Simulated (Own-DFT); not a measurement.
# Point defects and the pressure they add: zincblende InP

Everything here is calculated. The program is Own-DFT (plane waves, in-house, since retired, never reviewed by a person); positions were held fixed, and spin and spin-orbit coupling were off.

Common settings: PBE; PseudoDojo norm-conserving scalar-relativistic files; cutoff 36 hartree; 3 x 3 x 3 k mesh centred on Gamma; Fermi-Dirac smearing of 0.1 eV.

Caveats (not all hold for every row): not probed for a lower state with spin; forces on such cells moved up to 12 meV/angstrom on a denser k mesh; stress not checked against mesh or cutoff.

All runs share one cell, with vectors in Å (11.737, 0.000, 0.000); (0.000, 11.737, 0.000); (0.000, 0.000, 11.737) and a volume of 1617.0 Å³. The atoms are randomly displaced, by u rms on each axis. The defect's site can differ from row to row.

| cell | formula | u (Å) | P (GPa) |
|---|---|---|---|
| no defect | In32P32 | 0.0202 | 3.22 |
| no defect | In32P32 | 0.0211 | 3.20 |
| no defect | In32P32 | 0.0479 | 3.57 |
| two P vacancies | In32P30 | 0.0282 | 2.94 |
| two P vacancies | In32P30 | 0.0291 | 2.91 |
| two P vacancies | In32P30 | 0.0297 | 2.95 |
| one P on an In site | In31P33 | 0.0291 | 3.08 |
| one P on an In site | In31P33 | 0.0299 | 3.10 |
| one P on an In site | In31P33 | 0.0491 | 3.39 |
| one In on a P site and one P on an In site | In32P32 | 0.0287 | 3.66 |
| one In on a P site and one P on an In site | In32P32 | 0.0287 | 3.60 |
| one In on a P site and one P on an In site | In32P32 | 0.0482 | 3.92 |
| one In on a P site | In33P31 | 0.0284 | 4.18 |
| one In on a P site | In33P31 | 0.0287 | ? |
| one In on a P site | In33P31 | 0.0297 | 4.16 |
| one In on a P site | In33P31 | 0.0315 | 4.15 |

## What the rows give

P = P0 + c u² + a shift for each defect gives P0 = 3.13 GPa, c = 191 ± 10 GPa/Å² and a scatter of 0.02 GPa. The shifts, and each times the cell's volume:

- one In on a P site: 0.86 ± 0.02 GPa, 8.7 eV
- one In on a P site and one P on an In site: 0.35 ± 0.02 GPa, 3.5 eV
- one P on an In site: -0.20 ± 0.02 GPa, -2.0 eV
- two P vacancies: -0.36 ± 0.02 GPa, -3.6 eV (-1.8 eV for each of its 2 sites)

Positive is outwards. The product with the volume (160.2 GPa Å³ to the eV) is nearly free of the cell's size; divided by the bulk modulus at the cell's pressure it gives the volume that the defect adds. The atoms around the defects weren't relaxed, which would change these numbers.

## Test on the hidden row

Q: what pressure belongs in the blank (one In on a P site, u = 0.0287 Å)?

From the fit: 4.15 ± 0.03 GPa. DFT gave 4.14 GPa.
